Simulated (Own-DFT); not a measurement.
# Computed records: GaP (zincblende, atoms displaced)

Computed with Own-DFT development build. A calculation, not a measurement: plane-wave PBE density functional theory by an unreviewed code, no spin, of a simulated periodic cell, stress positive in tension, free energy of the whole cell less one offset for each atom, forces on such cells passed a denser k mesh, this cell's mesh not checked; offsets are fitted by least squares, one for each functional and potential file, so energies compare only between cells with the same atoms and settings and are not formation energies; the far tail of each file's local potential was reset to the Coulomb form; each entry is a single point on an unrelaxed cell, so the pressure reflects the starting lattice, mostly measured values (interpolated for alloys), from which strain is counted, and rises with the displacements; printed positions are rounded, which can move forces by about a meV/angstrom; the program, named Own-DFT, is a retired in-house code; no spin-orbit coupling; before rounding, a Quantum ESPRESSO 7.3.1 run of the same cell and cutoff gave forces within 1 meV/angstrom rms on each cell, which checks the program and not the settings.

Common to all runs: functional PBE; potential files PseudoDojo norm-conserving, scalar-relativistic, standard set; wave cutoff 42 hartree; occupations Fermi-Dirac; smearing width 0.1 eV; k mesh 2 x 3 x 3 centred on Gamma.

(1) GaP (zincblende, atoms displaced)

```xyz
96
Lattice="16.3515 0.0000 0.0000 0.0000 10.9010 0.0000 0.0000 0.0000 10.9010" Properties=species:S:1:pos:R:3 GaP
Ga    16.3384    10.8535    10.7750
Ga     0.0505     2.5216     2.6288
Ga     2.4188     0.0215     2.4385
Ga     2.5746     2.6845     0.2069
P      1.3663     1.3517     1.2037
P      1.2444     4.1996     3.9108
P      3.8247     1.2055     4.0971
P      4.4172     3.9421     1.4491
Ga    16.1275    10.8945     5.2784
Ga     0.2172     2.7330     8.2840
Ga     2.5687    10.8157     8.0583
Ga     2.6745     2.7147     5.3376
P      1.6072     1.7064     6.6340
P      1.1846     4.0939     9.8491
P      4.0004     1.4077     9.6710
P      3.9981     4.3185     6.5775
Ga     0.2391     5.4206     0.0207
Ga     0.1273     8.3343     2.7442
Ga     2.7347     5.3041     2.4859
Ga     2.7050     7.8694    10.7409
P      1.3511     6.9028     1.6356
P      1.3989     9.5954     4.2573
P      3.9656     6.8496     4.3117
P      3.7972     9.6573     1.2026
Ga     0.0979     5.5198     5.6107
Ga     0.0641     8.0373     8.1642
Ga     2.7790     5.0669     8.2824
Ga     2.7436     8.2186     5.5156
P      1.1973     6.8524     6.7385
P      1.1549     9.6237     9.8795
P      3.8800     6.9876     9.6027
P      4.0144     9.5774     6.9444
Ga     5.2381    10.7349     0.3557
Ga     5.5798     2.9531     2.4449
Ga     8.2507     0.0147     2.7804
Ga     8.3264     2.5728    10.7958
P      6.8385     1.3266     1.1189
P      6.6604     4.0260     4.0973
P      9.7688     1.3422     4.3284
P      9.6929     4.0655     1.4191
Ga     5.5957     0.0633     5.4236
Ga     5.2078     2.5311     8.2613
Ga     8.1252     0.0254     8.0677
Ga     8.1233     2.8512     5.4767
P      6.8284     1.1591     7.0451
P      6.9130     3.8861     9.5091
P      9.4592     1.3031     9.6993
P      9.5465     4.1709     6.6442
Ga     5.3752     5.4696    10.7293
Ga     5.2530     8.3421     2.7734
Ga     8.1644     5.3865     2.5862
Ga     8.3339     8.2274    10.8300
P      6.8438     6.7692     1.1101
P      7.0065     9.5750     4.1285
P      9.5730     7.0072     4.3464
P      9.6572     9.3509     1.4047
Ga     5.4294     5.6125     5.6296
Ga     5.3531     8.0768     8.5731
Ga     8.0710     5.3733     8.2555
Ga     8.1867     8.1552     5.6651
P      6.8267     7.0860     6.6434
P      7.1562     9.6104     9.6377
P      9.2619     6.8642     9.5207
P      9.4522     9.3209     6.5211
Ga    10.9525     0.0430    10.7578
Ga    11.0082     2.6993     2.6916
Ga    13.4625    10.7695     2.9870
Ga    13.7612     2.6141    10.8707
P     12.4516     1.3076     1.1029
P     12.3640     4.3753     4.0838
P     14.8842     1.3438     3.9519
P     15.0519     4.1772     1.3040
Ga    10.8056     0.0658     5.6145
Ga    10.9189     2.7538     8.2627
Ga    13.8412     0.0247     8.0053
Ga    13.5863     2.5145     5.6309
P     12.3145     1.3963     6.6979
P     12.0632     3.8227     9.6697
P     14.8138     1.4770     9.4826
P     14.8132     4.0570     6.8316
Ga    11.0613     5.5257    10.6439
Ga    10.8584     8.1255     2.7134
Ga    13.4998     5.2270     2.8326
Ga    13.6611     8.0618    10.7714
P     12.1290     6.8244     1.4622
P     12.0055     9.4420     4.3265
P     15.0666     7.0740     4.2392
P     14.9814     9.3761     1.3150
Ga    10.9590     5.3244     5.4045
Ga    11.0277     8.3728     8.1883
Ga    13.5263     5.5058     8.3246
Ga    14.0348     8.4000     5.4428
P     12.2553     6.9570     6.9338
P     12.2096     9.6835     9.6912
P     15.1260     6.7310     9.3403
P     15.3289     9.6803     6.9160
```

| Quantity | Value |
| --- | --- |
| free energy of cell above offsets | -14.636 eV |
| pressure | 8.03 GPa |
| stress xx | -8.56 GPa |
| stress yy | -8.25 GPa |
| stress zz | -7.3 GPa |
| stress yz | -0.54 GPa |
| stress xz | 2.95 GPa |
| stress xy | 0.82 GPa |

Force:
```tsv
element	x (eV/Å)	y (eV/Å)	z (eV/Å)
Ga	-6.048	4.735	3.697
Ga	-0.775	1.921	0.348
Ga	1.61	-1.422	3.862
Ga	3.675	2.368	-2.087
P	-3.881	-0.795	0.532
P	0.296	-1.183	0.822
P	1.894	0.234	-1.189
P	-9.673	7.245	-7.53
Ga	1.995	1.273	-0.156
Ga	-1.843	-0.222	-1.404
Ga	-0.548	1.531	1.505
Ga	2.908	4.149	-4.452
P	-4.961	-4.689	5.265
P	4.817	-3.929	-4.034
P	-1.543	-1.737	0.716
P	-0.131	-3.034	1.673
Ga	-4.239	5.596	3.92
Ga	-1.547	0.49	1.52
Ga	1.051	0.321	1.679
Ga	-7.116	6.074	7.472
P	1.384	-1.418	-3.162
P	-0.241	0.747	-1.841
P	0.735	-0.72	-2.805
P	-2.338	-4.663	2.44
Ga	-3.224	-2.378	-2.628
Ga	0.362	2.178	0.848
Ga	-1.255	1.867	0.38
Ga	-0.471	0.35	1.178
P	4.163	0.737	1.996
P	5.665	-5.929	-6.147
P	4.553	-7.942	-5.308
P	1.711	-1.058	-0.361
Ga	4.585	3.382	-3.938
Ga	7.021	-8.24	6.859
Ga	0.817	0.555	-0.797
Ga	-1.802	3.571	3.16
P	-0.087	-0.144	2.382
P	0.772	1.272	0.548
P	-2.877	2.549	-3.336
P	-0.841	-0.013	-1.277
Ga	-1.218	-0.536	-0.219
Ga	1.744	1.596	-1.373
Ga	4.054	-3.186	2.116
Ga	-0.136	-1.614	-0.207
P	-3.379	4.648	-3.46
P	-1.965	0.477	-0.415
P	2.469	-2.199	-4.735
P	-0.334	-0.716	2.701
Ga	0.96	-0.673	0.515
Ga	0.742	-0.705	0.012
Ga	-0.019	0.587	1.151
Ga	-0.884	0.062	2.539
P	-0.757	0.857	1.458
P	-1.74	-0.514	-0.298
P	0.15	-2.553	-2.221
P	-0.885	3.003	-0.897
Ga	1.579	0.822	-1.85
Ga	3.182	3.155	-2.976
Ga	0.313	0.781	-1.713
Ga	-1.91	-1.094	-5.975
P	-4.117	-4.026	5.088
P	-3.876	0.077	-0.069
P	3.865	-1.706	-1.806
P	5.287	6.249	6.15
Ga	-1.691	0.76	3.084
Ga	0.73	-0.4	0.385
Ga	-0.568	-0.792	-1.953
Ga	-0.726	3.334	1.547
P	-1.532	-0.961	3.446
P	-3.862	-6.925	4.764
P	-0.086	0.664	0.658
P	-0.554	-0.998	0.492
Ga	1.151	-2.214	0.901
Ga	-2.135	-1.485	-2.479
Ga	-1.996	0.255	1.024
Ga	3.125	3.854	-3.794
P	-3.17	-2.966	4.13
P	3.318	1.963	0.607
P	3.873	-1.991	-1.95
P	1.644	0.404	0.688
Ga	-2.157	1.076	1.561
Ga	0.093	-0.239	2.102
Ga	5.651	5.503	-5.945
Ga	-0.264	-0.186	0.718
P	2.253	-1.413	-1.695
P	2.183	0.224	-0.549
P	1.436	-3.575	-2.913
P	-0.178	1.488	0.554
Ga	-0.516	3.166	0.792
Ga	-1.731	-0.583	0.108
Ga	-0.901	-1.209	-1.1
Ga	-3.551	1.266	2.03
P	1.142	-0.931	-0.95
P	3.094	-2.206	-3.203
P	-0.941	-0.511	2.66
P	-0.831	-0.79	0.41
```

(2) GaP (zincblende, atoms displaced)

```xyz
96
Lattice="16.3515 0.0000 0.0000 0.0000 10.9010 0.0000 0.0000 0.0000 10.9010" Properties=species:S:1:pos:R:3 GaP
Ga    16.2654    10.8725    10.8775
Ga     0.0939     2.8419     2.5692
Ga     2.8651     0.0850     2.6579
Ga     2.7051     2.9519     0.3230
P      1.5402     1.5282     1.4437
P      1.1845     3.8404     4.1842
P      4.1965     1.1185     4.1045
P      4.2304     4.0188     1.3576
Ga     0.0947     0.0638     5.3354
Ga    16.2670     2.5954     8.1559
Ga     2.7964     0.1397     8.0418
Ga     2.7335     2.6273     5.4199
P      1.5132     1.1502     6.9072
P      1.2626     4.1559     9.7898
P      4.0494     1.2052     9.6501
P      4.3634     4.0225     6.7938
Ga    16.2156     5.4487     0.1103
Ga    16.1423     8.1262     2.7300
Ga     2.7846     5.6706     2.6528
Ga     2.3319     8.1193     0.0146
P      1.5130     6.8969     1.3208
P      1.3832     9.5711     4.1254
P      3.9206     6.8751     4.2064
P      4.2063     9.5975     1.2457
Ga    16.2201     5.4140     5.5760
Ga     0.0005     8.1700     8.1358
Ga     2.7760     5.4310     8.1139
Ga     2.8277     8.1909     5.7470
P      1.3910     6.7712     7.1146
P      1.5106     9.7412     9.4696
P      4.2139     6.9380     9.5933
P      3.8291     9.6217     6.7819
Ga     5.1483     0.0799     0.0053
Ga     5.1965     2.7970     2.8157
Ga     8.0918    10.7938     2.7771
Ga     8.2744     2.6056    10.8459
P      6.8458     1.3541     1.3800
P      6.7307     3.9605     4.1384
P      9.3369     1.2083     4.2266
P      9.4219     3.8940     1.3149
Ga     5.6771    10.7304     5.7422
Ga     5.4351     2.6592     8.0096
Ga     8.1553    10.7687     8.2635
Ga     8.2086     2.8152     5.6237
P      6.7273     1.4975     6.7794
P      6.6512     4.2862     9.6674
P      9.5284     1.5612     9.5594
P      9.4726     4.2330     6.8522
Ga     5.5122     5.2857     0.2211
Ga     5.6220     7.8480     2.6905
Ga     8.2287     5.4240     2.6472
Ga     8.2050     8.1198     0.0608
P      6.6982     6.9467     1.4386
P      7.0349     9.3643     4.1966
P      9.5733     6.8111     3.9776
P      9.5198     9.5173     1.4299
Ga     5.6017     5.2716     5.4386
Ga     5.3124     8.1640     8.3486
Ga     8.2136     5.7388     8.3394
Ga     8.3041     7.9340     5.4714
P      6.8437     6.6951     6.7943
P      6.5790     9.6385     9.4870
P      9.6687     6.7904     9.5562
P      9.4333     9.4560     7.1055
Ga    11.1147     0.0385     0.0940
Ga    11.0947     2.4287     2.5754
Ga    13.5707    10.5159     2.7723
Ga    13.6704     2.8973    10.7797
P     12.5138     1.4224     1.0995
P     12.0825     4.2092     3.9754
P     15.1151     1.1342     4.1908
P     15.0062     4.2242     1.3586
Ga    10.9097    10.8466     5.4406
Ga    10.7458     2.7576     8.3148
Ga    13.4328     0.0968     8.2080
Ga    13.4149     2.9901     5.3928
P     12.1402     1.2273     6.7111
P     12.1797     4.1040     9.5308
P     15.1989     1.4881     9.7052
P     14.6492     3.8702     6.6918
Ga    10.8535     5.4053    10.8525
Ga    10.8842     8.0403     2.6559
Ga    13.4136     5.2936     2.8878
Ga    13.6408     8.3122     0.0499
P     12.0216     6.4822     1.3933
P     12.3175     9.4978     4.0673
P     15.2215     6.7681     4.0424
P     15.1931     9.6092     1.3831
Ga    10.9294     5.2637     5.5153
Ga    10.9711     8.4472     8.2284
Ga    13.6460     5.5882     8.1857
Ga    13.5636     8.1873     5.3272
P     12.3580     6.6488     6.8052
P     12.5306     9.4744     9.7663
P     15.1194     6.7495     9.6062
P     14.9094     9.6730     6.7853
```

| Quantity | Value |
| --- | --- |
| free energy of cell above offsets | -23.176 eV |
| pressure | 7.2 GPa |
| stress xx | -6.67 GPa |
| stress yy | -6.85 GPa |
| stress zz | -8.08 GPa |
| stress yz | 1.61 GPa |
| stress xz | 0.25 GPa |
| stress xy | 0.27 GPa |

Force:
```tsv
element	x (eV/Å)	y (eV/Å)	z (eV/Å)
Ga	3.039	0.766	-0.382
Ga	-1.588	-1.513	0.522
Ga	-0.626	-1.59	0.021
Ga	-0.621	-0.907	-3.414
P	-1.674	-2.253	-0.104
P	1.333	2.722	0.734
P	0.433	1.306	1.314
P	-1.647	2.131	1.64
Ga	1.617	-1.975	2.702
Ga	1.661	1.061	-1.085
Ga	2.467	-1.636	4.335
Ga	0.936	-0.514	0.27
P	-4.376	4.527	-3.216
P	1.081	-0.66	-2.162
P	-2.276	4.989	-3.445
P	-4.286	1.043	-0.744
Ga	2.337	1.402	-0.299
Ga	3.78	1.406	-0.6
Ga	0.086	-2.185	1.027
Ga	4.771	4.29	-4.2
P	-4.774	-3.162	3.347
P	0.57	-1.351	-0.873
P	2.313	-0.682	-0.029
P	-2.31	-3.293	2.672
Ga	1.189	-0.93	0.454
Ga	-0.747	1.872	0.944
Ga	1.742	-1.254	2.205
Ga	-3.506	-2.407	-2.995
P	-0.704	0.06	-3.022
P	-2.056	-1.394	0.583
P	-3.258	-3.25	2.514
P	4.964	1.014	1.82
Ga	5.05	-0.644	1.399
Ga	2.261	-2.514	1.255
Ga	-0.227	0.583	-0.587
Ga	-3.86	1.594	1.389
P	-1.071	-0.057	-0.106
P	1.886	0.041	-1.742
P	1.798	0.897	-0.571
P	1.913	1.188	0.907
Ga	-1.01	-0.759	-2.051
Ga	-0.393	-0.213	4.556
Ga	-1.194	2.512	0.827
Ga	-0.309	-0.441	-1.265
P	2.722	-1.945	0.394
P	2.996	-2.629	-2.773
P	0.523	-5.003	-0.575
P	-0.061	-0.606	1.443
Ga	-0.268	3.535	-0.5
Ga	-6.139	6.194	6.851
Ga	-0.975	-0.531	0.409
Ga	-0.487	0.832	-1.006
P	5.929	-5.735	-5.933
P	-1.814	-0.115	0.31
P	0.393	-1.572	1.377
P	0.862	0.516	-0.639
Ga	-0.964	2.196	-0.018
Ga	1.643	1.589	-3.403
Ga	-1.573	-2.019	-0.621
Ga	-0.294	0.632	0.852
P	-0.735	1.369	0.362
P	1.553	-0.331	1.32
P	0.35	2.231	0.59
P	0.732	-0.1	-3.54
Ga	-2.051	-0.727	-0.787
Ga	-1.997	0.927	0.842
Ga	2.917	3.799	-1.78
Ga	1.135	0.545	-0.122
P	0.446	-1.188	2.621
P	-1.91	-4.171	1.261
P	-3.739	3.603	-3.342
P	-2.288	-1.607	1.951
Ga	-1.75	-1.025	-0.194
Ga	1.629	0.962	-2.828
Ga	2.034	-0.201	0.296
Ga	-2.209	-4.518	-3.187
P	0.329	2.721	1.294
P	0.938	0.466	-0.837
P	-3.065	-0.538	-0.761
P	4.606	3.391	4.575
Ga	-1.455	-2.021	0.032
Ga	0.435	1.01	-0.134
Ga	4.126	2.955	-2.724
Ga	3.309	-4.581	3.101
P	2.754	2.71	0.798
P	-3.729	-1.729	0.624
P	-3.737	-1.354	1.32
P	-2.285	-1.24	0.238
Ga	-0.797	2.121	-0.019
Ga	1.626	-2.305	1.172
Ga	0.873	-1.874	1.152
Ga	1.903	-1.147	1.571
P	-1.647	2.626	-1.19
P	-4.184	3.327	-3.951
P	-1.599	1.699	-0.647
P	0.276	-0.966	0.204
```

(3) GaP (zincblende, atoms displaced)

```xyz
96
Lattice="16.3515 0.0000 0.0000 0.0000 10.9010 0.0000 0.0000 0.0000 10.9010" Properties=species:S:1:pos:R:3 GaP
Ga     0.0313     0.0002     0.1527
Ga     0.0715     2.9246     2.5145
Ga     2.7386    10.8023     2.7564
Ga     2.5228     2.8347    10.8022
P      1.4881     1.2953     1.4389
P      1.4640     4.2604     4.1466
P      4.0295     1.2771     4.0990
P      4.2799     4.1359     1.5296
Ga    16.2304     0.1001     5.5712
Ga    16.1652     2.5480     8.0598
Ga     2.7710    10.8934     8.1896
Ga     2.9433     2.6994     5.4111
P      1.4669     1.3280     6.9880
P      1.6581     4.0219     9.5824
P      4.0693     1.4290     9.6182
P      4.1199     3.9301     6.9139
Ga     0.0617     5.5195    10.8077
Ga    16.2994     8.1514     2.5668
Ga     2.7410     5.4871     2.6992
Ga     2.9114     8.2518     0.0366
P      1.3031     6.9287     1.3530
P      1.5199     9.3979     4.0929
P      4.0180     7.0877     3.8404
P      3.8184     9.2480     1.6051
Ga    16.1610     5.4294     5.5436
Ga     0.0599     8.2001     8.2240
Ga     2.8197     5.5471     8.0678
Ga     2.7303     8.1161     5.6177
P      1.1904     6.7718     6.8055
P      1.3217     9.8239     9.5141
P      3.9107     6.9108     9.5323
P      3.8761     9.7194     6.4887
Ga     5.7036    10.8496     0.0162
Ga     5.4523     2.9334     2.7001
Ga     8.1310     0.1493     2.7908
Ga     8.0721     2.5729    10.5979
P      6.9663     1.4358     1.3515
P      6.9392     3.9846     4.1602
P      9.7508     1.5085     3.9847
P      9.2382     4.0329     1.2664
Ga     5.3942     0.2915     5.3466
Ga     5.6450     3.4069     7.9436
Ga     8.0838    10.8026     8.3619
Ga     7.9940     2.9413     5.3508
P      6.8880     1.3475     6.5242
P      6.8307     3.7662     9.6356
P      9.5574     1.2099     9.4092
P      9.5685     4.2267     6.5443
Ga     5.5062     5.4701    10.8528
Ga     5.4858     8.2994     2.4734
Ga     8.2324     5.2267     2.8768
Ga     8.1447     8.0007     0.2156
P      6.6085     6.9052     1.6031
P      6.9599     9.5996     4.1727
P      9.7566     6.8687     3.8399
P      9.3149     9.7910     1.3952
Ga     5.6800     5.3746     5.5449
Ga     5.6212     8.0030     8.3137
Ga     7.9582     5.1389     8.1224
Ga     8.0734     7.8878     5.4782
P      6.8315     6.8387     6.6003
P      6.9179     9.6839     9.5574
P      9.5765     6.8140     9.6660
P      9.1576     9.6004     6.8916
Ga    11.0482     0.0396    10.8583
Ga    10.8772     2.7344     2.5597
Ga    13.5998    10.8322     2.5610
Ga    13.9904     2.6259    10.8059
P     12.1996     1.2584     1.2186
P     12.1886     4.1177     4.0740
P     15.1358     1.4126     4.1273
P     15.0829     4.4292     1.5688
Ga    10.7841    10.8542     5.2075
Ga    10.9633     2.4863     8.3473
Ga    13.7880     0.0247     8.2277
Ga    13.5818     2.6842     5.3578
P     12.4255     1.3752     6.8824
P     12.2311     4.3008     9.6347
P     15.0278     1.4987     9.3669
P     15.0625     3.9986     6.7195
Ga    10.8062     5.7054     0.0617
Ga    10.6680     8.1161     2.6053
Ga    13.6090     5.2299     2.7084
Ga    13.6406     8.2775     0.2584
P     12.1013     6.4779     1.6627
P     12.3045     9.7061     4.0645
P     14.8786     6.7171     3.9525
P     14.9611     9.7072     1.2603
Ga    10.8363     5.6494     5.1135
Ga    10.8459     8.1590     8.1125
Ga    13.7075     5.5026     8.1969
Ga    13.6374     8.2800     5.4526
P     12.1946     6.6569     6.5590
P     12.1675     9.6714     9.3949
P     14.9797     6.9104     9.6893
P     15.1826     9.6873     6.9383
```

| Item | Value |
| --- | --- |
| free energy of cell above offsets | -18.286 eV |
| pressure | 7.68 GPa |
| stress xx | -7.89 GPa |
| stress yy | -6.94 GPa |
| stress zz | -8.22 GPa |
| stress yz | 1.81 GPa |
| stress xz | -0.45 GPa |
| stress xy | 1.15 GPa |

Force:
```tsv
element	x (eV/Å)	y (eV/Å)	z (eV/Å)
Ga	1.008	1.793	-1.672
Ga	1.053	-1.267	2.281
Ga	-0.547	0.468	0.82
Ga	5.087	-5.609	5.452
P	-1.03	1.413	-0.562
P	-0.318	-1.239	0.339
P	-0.079	2.026	-3.118
P	-3.351	2.013	-3.464
Ga	2.967	0.095	-1.172
Ga	4.136	2.583	-2.184
Ga	1.551	0.337	0.423
Ga	-2.685	0.177	0.257
P	-0.878	1.369	-2.182
P	-5.609	5.535	-5.231
P	1.026	-0.33	-0.184
P	-4.872	3.981	-4.052
Ga	0.959	-0.271	0.286
Ga	-0.29	0.996	1.917
Ga	0.182	0.869	0.008
Ga	-3.889	-0.068	-1.607
P	1.431	-1.423	-1.724
P	-2.864	0.635	0.261
P	0.675	-1.606	2.249
P	1.704	3.426	-0.632
Ga	1.364	0.964	-2.238
Ga	0.047	0.426	1.061
Ga	-1.175	-0.738	-0.135
Ga	-0.555	-1.337	-1.678
P	1.201	0.084	0.438
P	0.343	-2.749	0.768
P	2.629	-1.297	-0.672
P	2.195	0.474	2.616
Ga	-3.05	1.661	1.132
Ga	1.816	-3.463	1.875
Ga	0.755	0.362	1.494
Ga	4.612	-3.282	3.54
P	-1.814	0.183	0.287
P	-5.568	4.219	-4.568
P	-2.652	-0.223	0.822
P	1.786	-0.144	-1.063
Ga	1.233	-3.292	0.816
Ga	4.018	-5.648	2.024
Ga	1.254	3.26	-3.557
Ga	6.309	-5.162	4.842
P	0.543	1.237	3.031
P	-3.049	5.633	-1.211
P	-0.583	0.347	1.562
P	-0.317	-0.955	1.485
Ga	-0.458	0.113	0.809
Ga	-0.514	3.071	4.694
Ga	0.039	2.092	-0.903
Ga	0.302	1.245	-0.354
P	4.08	-4.807	-3.242
P	-1.585	-0.31	-0.643
P	-6.506	-1.738	2.702
P	2.075	-2.143	-1.384
Ga	-3.12	-0.669	-2.023
Ga	-0.705	1.72	-0.913
Ga	2.222	1.475	-0.544
Ga	4.536	4.397	-3.754
P	-2.745	-2.5	5.924
P	-2.29	-5.265	1.984
P	-2.421	1.224	-2.321
P	2.794	-1.952	-2.201
Ga	-2.856	-1.693	-0.789
Ga	0.629	0.932	-0.87
Ga	-0.228	1.918	1.71
Ga	-3.175	2.882	2.514
P	2.71	2.877	1.395
P	0.169	-1.534	-0.418
P	-1.244	0.604	-1.968
P	2.445	-3.133	-4.524
Ga	-0.124	0.44	2.452
Ga	1.512	2.737	-1.604
Ga	-1.45	-0.353	-0.431
Ga	0.06	0.106	0.132
P	-1.22	-0.708	-0.612
P	0.314	-1.695	-0.125
P	-0.027	-3.681	2.949
P	-2.047	-0.063	1.323
Ga	0.734	-3.077	0.73
Ga	3.312	5.114	-3.243
Ga	-2.352	1.475	2.91
Ga	-2.117	-1.632	-1.69
P	0.706	3.185	-1.139
P	-0.067	-2.244	-0.541
P	0.514	1.384	1.009
P	0.612	-1.452	1.422
Ga	1.134	-2.555	2.218
Ga	-0.357	0.048	-0.68
Ga	-0.577	-0.301	-0.403
Ga	0.107	-0.253	-0.066
P	1.244	1.976	2.178
P	1.414	-1.675	0.492
P	-0.393	0.28	-1.207
P	-1.795	-2.325	-0.133
```
